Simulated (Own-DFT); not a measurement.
## Calculated data, GaP (zincblende, strained, atoms displaced)

A calculation, not a measurement: plane-wave PBE density functional theory by an unreviewed code, no spin, of a simulated periodic cell, stress positive in tension, free energy of the whole cell less one offset for each atom, forces on such cells passed a denser k mesh, this cell's mesh not checked; offsets are fitted by least squares, one for each functional and potential file, so energies compare only between cells with the same atoms and settings and are not formation energies; the far tail of each file's local potential was reset to the Coulomb form; each entry is a single point on an unrelaxed cell, so the pressure reflects the starting lattice, mostly measured values (interpolated for alloys), from which strain is counted, and rises with the displacements; printed positions are rounded, which can move forces by about a meV/angstrom; the program, named Own-DFT, is a retired in-house code; no spin-orbit coupling. Program: Own-DFT development build.

GaP (zincblende, strained, atoms displaced)

```
GaP
1.0
     10.8620     0.0000     0.0000
      0.0000    10.8620     0.0000
      0.0000     0.0000    10.9361
Ga P Ga P Ga P Ga P Ga P Ga P Ga P Ga P
4 4 4 4 4 4 4 4 4 4 4 4 4 4 4 4
Direct
  0.99448 0.00456 0.99933
  0.99922 0.24524 0.25830
  0.25200 0.99989 0.25366
  0.25075 0.24915 0.99483
  0.11943 0.12756 0.12746
  0.12193 0.37126 0.37573
  0.38009 0.11893 0.38273
  0.36442 0.38517 0.13218
  0.99614 0.01154 0.49954
  0.99991 0.24520 0.74745
  0.25480 0.99681 0.74592
  0.24648 0.25573 0.50268
  0.12617 0.12277 0.63161
  0.12463 0.37832 0.88305
  0.37385 0.12874 0.88521
  0.38133 0.37352 0.62252
  0.99771 0.49597 0.99929
  0.00059 0.75554 0.25165
  0.26023 0.50384 0.25012
  0.24830 0.75378 0.99463
  0.12360 0.62396 0.11541
  0.11865 0.87003 0.37014
  0.37527 0.63078 0.38180
  0.37826 0.86064 0.12242
  0.99560 0.49566 0.49477
  0.00429 0.75126 0.75127
  0.24577 0.50667 0.74015
  0.24857 0.75294 0.50489
  0.12916 0.62673 0.62014
  0.12412 0.87568 0.87457
  0.37795 0.62245 0.87569
  0.37769 0.87398 0.62395
  0.50572 0.00188 0.99456
  0.50264 0.25037 0.25380
  0.75584 0.00342 0.24714
  0.74396 0.24049 0.99889
  0.62448 0.12922 0.12413
  0.63282 0.36895 0.38339
  0.88464 0.12539 0.37323
  0.86969 0.38243 0.12600
  0.50071 0.99421 0.49614
  0.50677 0.24416 0.75044
  0.75519 0.00427 0.75179
  0.75336 0.25705 0.48920
  0.62578 0.13185 0.62394
  0.62960 0.38808 0.86718
  0.87612 0.12605 0.87584
  0.87216 0.37012 0.63180
  0.50551 0.49269 0.99437
  0.49548 0.75062 0.25441
  0.74504 0.49323 0.24843
  0.75618 0.75215 0.99502
  0.62900 0.62172 0.13371
  0.62040 0.87260 0.36391
  0.87585 0.62382 0.37790
  0.87469 0.86215 0.12817
  0.49957 0.49569 0.50137
  0.50591 0.74785 0.75151
  0.75423 0.50042 0.75617
  0.75135 0.74676 0.49479
  0.62280 0.62051 0.62934
  0.62731 0.87554 0.88276
  0.86278 0.63022 0.87942
  0.87570 0.87784 0.62366
```

- functional: PBE
- potential files: PseudoDojo norm-conserving, scalar-relativistic, standard set
- wave cutoff: 42 hartree
- occupations: Fermi-Dirac
- smearing width: 0.1 eV
- k mesh: 3 x 3 x 3 centred on Gamma
- free energy of cell above offsets: -32.006 eV
- pressure: 3.87 GPa
- stress xx: -4.12 GPa
- stress yy: -3.96 GPa
- stress zz: -3.52 GPa
- stress yz: -0.25 GPa
- stress xz: 0.06 GPa
- stress xy: 1.04 GPa

Force:
| element | x (eV/Å) | y (eV/Å) | z (eV/Å) |
| --- | --- | --- | --- |
| Ga | 0.42 | -0.887 | 0.671 |
| Ga | 0.272 | 1.413 | -1.674 |
| Ga | 0.042 | -0.426 | -0.613 |
| Ga | -0.783 | 0.749 | 1.65 |
| P | 0.779 | -0.326 | -0.29 |
| P | 0.64 | 0.727 | -0.331 |
| P | -0.924 | 1.034 | -0.735 |
| P | 2.284 | -2.277 | -1.652 |
| Ga | 0.99 | -1.595 | 0.656 |
| Ga | 0.376 | 0.697 | 0.853 |
| Ga | -0.077 | 0.167 | 0.82 |
| Ga | 0.467 | -0.688 | 0.108 |
| P | 0.281 | 0.229 | -0.809 |
| P | 0.067 | -0.369 | -1.852 |
| P | 0.714 | -0.751 | -1.625 |
| P | -0.909 | -0.282 | 0.79 |
| Ga | -0.563 | 0.781 | 0.217 |
| Ga | 0.034 | -1.973 | -0.512 |
| Ga | -2.096 | 1.341 | 1.085 |
| Ga | 0.18 | -0.832 | 0.073 |
| P | 0.14 | 0.295 | 1.157 |
| P | 1.037 | 1.404 | 1.42 |
| P | 0.042 | -0.656 | 0.019 |
| P | -0.353 | 1.964 | -0.125 |
| Ga | 0.233 | 0.053 | 0.931 |
| Ga | -0.629 | -0.328 | -0.254 |
| Ga | 0.975 | -0.9 | 1.122 |
| Ga | -0.08 | 0.359 | -0.689 |
| P | -1.507 | -0.155 | -0.001 |
| P | 0.079 | 0.711 | -0.037 |
| P | -0.347 | 0.203 | -0.351 |
| P | 0.376 | -0.111 | 0.316 |
| Ga | -0.759 | -0.373 | 1.237 |
| Ga | -0.704 | 0.289 | 0.01 |
| Ga | -0.328 | -0.495 | -0.122 |
| Ga | 0.646 | 1.852 | -0.388 |
| P | -0.298 | -0.752 | 0.519 |
| P | -1.867 | 1.58 | -1.733 |
| P | -2.071 | -0.039 | 0.234 |
| P | 0.527 | -1.863 | -0.168 |
| Ga | 0.804 | 0.053 | 0.677 |
| Ga | -0.658 | 0.975 | 0.501 |
| Ga | -0.68 | -0.39 | -0.344 |
| Ga | 1.209 | -1.722 | 1.95 |
| P | 0.704 | -1.254 | -0.7 |
| P | -0.598 | -2.755 | 0.924 |
| P | -0.217 | 0.181 | -0.033 |
| P | 0.387 | 0.516 | -0.691 |
| Ga | -0.633 | 1 | 1.363 |
| Ga | 0.311 | -1.041 | -0.737 |
| Ga | 0.374 | 0.616 | 0.895 |
| Ga | -1.562 | 0.055 | 1.729 |
| P | -0.835 | 0.564 | -1.132 |
| P | 1.23 | 0.707 | 1.105 |
| P | -0.135 | -0.229 | -0.937 |
| P | -0.064 | 1.906 | -0.584 |
| Ga | 0.345 | 0.527 | -0.199 |
| Ga | -0.452 | 0.134 | 0.351 |
| Ga | 0.297 | 0.778 | -1.317 |
| Ga | -0.627 | 0.365 | 0.616 |
| P | 0.777 | 0.227 | -0.72 |
| P | 0.276 | 0.163 | -1.356 |
| P | 2.506 | -0.98 | -1.177 |
| P | -0.067 | -0.164 | -0.115 |
